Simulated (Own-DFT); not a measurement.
# What a defect does to the pressure of its cell: C40 NbSi2

Calculated, not measured: single-point runs of Own-DFT, a retired in-house plane-wave DFT program that no person has reviewed, on unrelaxed cells, without spin or spin-orbit coupling.

Settings: PBE; PseudoDojo norm-conserving scalar-relativistic files; cutoff 42 hartree; 4 x 4 x 5 k mesh centred on Gamma; cold (Marzari-Vanderbilt) smearing of 0.2 eV.

Keep in mind: forces on such cells failed a check on a denser k mesh; stress not checked against mesh or cutoff.

All runs share one cell, with vectors in Å (0.000, 8.324, 0.000); (-9.613, 0.000, 0.000); (0.000, 0.000, 6.586) and a volume of 527.0 Å³. u is the rms random offset of the atoms per axis. The defect's site can differ from row to row.

```
cell,formula,u (Å),P (GPa)
no defect,Nb12Si24,0.0178,1.46
no defect,Nb12Si24,0.0487,2.51
no defect,Nb12Si24,0.0521,2.92
two Si on a Nb site each,Nb10Si26,0.0278,1.66
two Si on a Nb site each,Nb10Si26,0.0323,1.58
two Si on a Nb site each,Nb10Si26,0.0433,2.19
two Nb vacancies,Nb10Si24,0.0278,-0.11
two Nb vacancies,Nb10Si24,0.0319,-0.13
two Nb vacancies,Nb10Si24,0.0484,0.43
two Nb on a Si site each,Nb14Si22,0.0265,7.57
two Nb on a Si site each,Nb14Si22,0.0302,?
two Nb on a Si site each,Nb14Si22,0.0422,8.09
two Nb on a Si site each,Nb14Si22,0.0443,7.99
one Si vacancy,Nb12Si23,0.0313,1.08
one Si vacancy,Nb12Si23,0.0505,1.56
one Si vacancy,Nb12Si23,0.0507,1.60
```

## Analysis

P = P0 + c u² + a shift for each defect gives P0 = 1.47 GPa, c = 462 ± 48 GPa/Å² and a scatter of 0.14 GPa. The shifts, and each times the cell's volume:

- two Nb on a Si site each: 5.73 ± 0.11 GPa, 18.8 eV (9.4 eV for each of its 2 sites)
- two Si on a Nb site each: -0.23 ± 0.12 GPa, -0.8 eV (-0.4 eV for each of its 2 sites) (not resolved)
- one Si vacancy: -1.00 ± 0.11 GPa, -3.3 eV
- two Nb vacancies: -2.04 ± 0.11 GPa, -6.7 eV (-3.4 eV for each of its 2 sites)

Against the defect-free cell, a freed cell would be larger where the shift is positive and smaller where it is negative (160.2 GPa Å³ is 1 eV). The atoms around the defects weren't relaxed, which would change these numbers.

## Withheld run

Asked: what pressure belongs in the blank (two Nb on a Si site each, u = 0.0302 Å)?

The fit gives 7.62 ± 0.16 GPa. The hidden result is 7.51 GPa.
